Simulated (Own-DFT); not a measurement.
# Point defects and the pressure they add: zincblende GaAs

Source: density functional calculations with Own-DFT, an unreviewed in-house program that is no longer used. Nothing was measured or relaxed, and spin and spin-orbit coupling are left out.

Method: PBE; PseudoDojo norm-conserving scalar-relativistic files; cutoff 42 hartree; 3 x 3 x 3 k mesh centred on Gamma; Fermi-Dirac smearing of 0.1 eV.

Caveats (not all hold for every row): not probed for a lower state with spin; forces not confirmed at this smearing and k mesh; stress not checked against mesh or cutoff.

All runs share one cell, with vectors in Å (10.862, 0.000, 0.000); (0.000, 10.862, 0.000); (0.000, 0.000, 11.796) and a volume of 1391.7 Å³, strained against the parent crystal. The atoms are randomly displaced, by u rms on each axis. The defect's site can differ from row to row.

| cell | formula | u (Å) | P (GPa) |
|---|---|---|---|
| no defect | As32Ga32 | 0.0326 | 6.67 |
| no defect | As32Ga32 | 0.0327 | 6.64 |
| no defect | As32Ga32 | 0.0484 | 7.07 |
| one Al on a Ga site | AlAs32Ga31 | 0.0314 | 6.67 |
| one Al on a Ga site | AlAs32Ga31 | 0.0510 | 7.07 |
| one Al on a Ga site | AlAs32Ga31 | 0.0535 | 7.05 |
| one P on an As site | As31Ga32P | 0.0327 | 6.34 |
| one P on an As site | As31Ga32P | 0.0533 | 6.79 |
| one P on an As site | As31Ga32P | 0.0544 | 7.02 |
| one In on a Ga site | As32Ga31In | 0.0261 | 7.37 |
| one In on a Ga site | As32Ga31In | 0.0276 | 7.39 |
| one In on a Ga site | As32Ga31In | 0.0281 | 7.38 |
| one As vacancy and one Ga vacancy | As31Ga31 | 0.0294 | 5.96 |
| one As vacancy and one Ga vacancy | As31Ga31 | 0.0294 | 6.03 |
| one As vacancy and one Ga vacancy | As31Ga31 | 0.0472 | ? |
| one As vacancy and one Ga vacancy | As31Ga31 | 0.0522 | 6.40 |

## What the rows give

P = P0 + c u² + a shift for each defect gives P0 = 6.41 GPa, c = 258 ± 25 GPa/Å² and a scatter of 0.07 GPa. The shifts, and each times the cell's volume:

- one In on a Ga site: 0.78 ± 0.06 GPa, 6.8 eV
- one Al on a Ga site: -0.03 ± 0.06 GPa, -0.3 eV (not resolved)
- one P on an As site: -0.28 ± 0.06 GPa, -2.5 eV
- one As vacancy and one Ga vacancy: -0.66 ± 0.06 GPa, -5.7 eV

Against the defect-free cell, a freed cell would be larger where the shift is positive and smaller where it is negative (160.2 GPa Å³ is 1 eV). The atoms around the defects weren't relaxed, which would change these numbers.

## Prediction

Q: what pressure belongs in the blank (one As vacancy and one Ga vacancy, u = 0.0472 Å)?

The fit gives 6.32 ± 0.08 GPa. The hidden result is 6.22 GPa.
